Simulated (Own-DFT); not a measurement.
# Point defects and the pressure they add: grey tin

The numbers are computed, not measured, by runs of the plane-wave DFT program Own-DFT (in-house, retired, unreviewed) at fixed positions, with no spin and no spin-orbit coupling.

Method: PBE; PseudoDojo norm-conserving scalar-relativistic files; cutoff 42 hartree; 3 x 3 x 3 k mesh centred on Gamma; cold (Marzari-Vanderbilt) smearing of 0.2 eV.

Limits (not all hold for every row): not probed for a lower state with spin; forces on such cells moved up to 12 meV/angstrom on a denser k mesh; stress not checked against mesh or cutoff.

All runs share one cell, with vectors in Å (12.978, 0.000, 0.000); (0.000, 12.978, 0.000); (0.000, 0.000, 12.978) and a volume of 2185.9 Å³. u is the rms random offset of the atoms per axis. The defect's site can differ from row to row.

| cell | formula | u (Å) | P (GPa) |
|---|---|---|---|
| no defect | Sn64 | 0.0194 | 3.38 |
| no defect | Sn64 | 0.0200 | 3.38 |
| no defect | Sn64 | 0.0500 | 3.64 |
| two Sn vacancies | Sn62 | 0.0302 | 3.16 |
| two Sn vacancies | Sn62 | 0.0480 | 3.18 |
| two Sn vacancies | Sn62 | 0.0508 | 3.33 |
| one Sn vacancy | Sn63 | 0.0290 | 3.17 |
| one Sn vacancy | Sn63 | 0.0324 | 3.23 |
| one Sn vacancy | Sn63 | 0.0504 | 3.39 |
| one Sn vacancy | Sn63 | 0.0539 | ? |

## Analysis

P = P0 + c u² + a shift for each defect gives P0 = 3.34 GPa, c = 109 ± 20 GPa/Å² and a scatter of 0.05 GPa. The shifts, and each times the cell's volume:

- one Sn vacancy: -0.24 ± 0.04 GPa, -3.3 eV
- two Sn vacancies: -0.33 ± 0.04 GPa, -4.5 eV (-2.3 eV for each of its 2 sites)

Positive is outwards. The product with the volume (160.2 GPa Å³ to the eV) is nearly free of the cell's size; divided by the bulk modulus at the cell's pressure it gives the volume that the defect adds. The atoms around the defects weren't relaxed, which would change these numbers.

## Check

Asked: what pressure belongs in the blank (one Sn vacancy, u = 0.0539 Å)?

The fit gives 3.42 ± 0.07 GPa. The calculation gave 3.44 GPa.
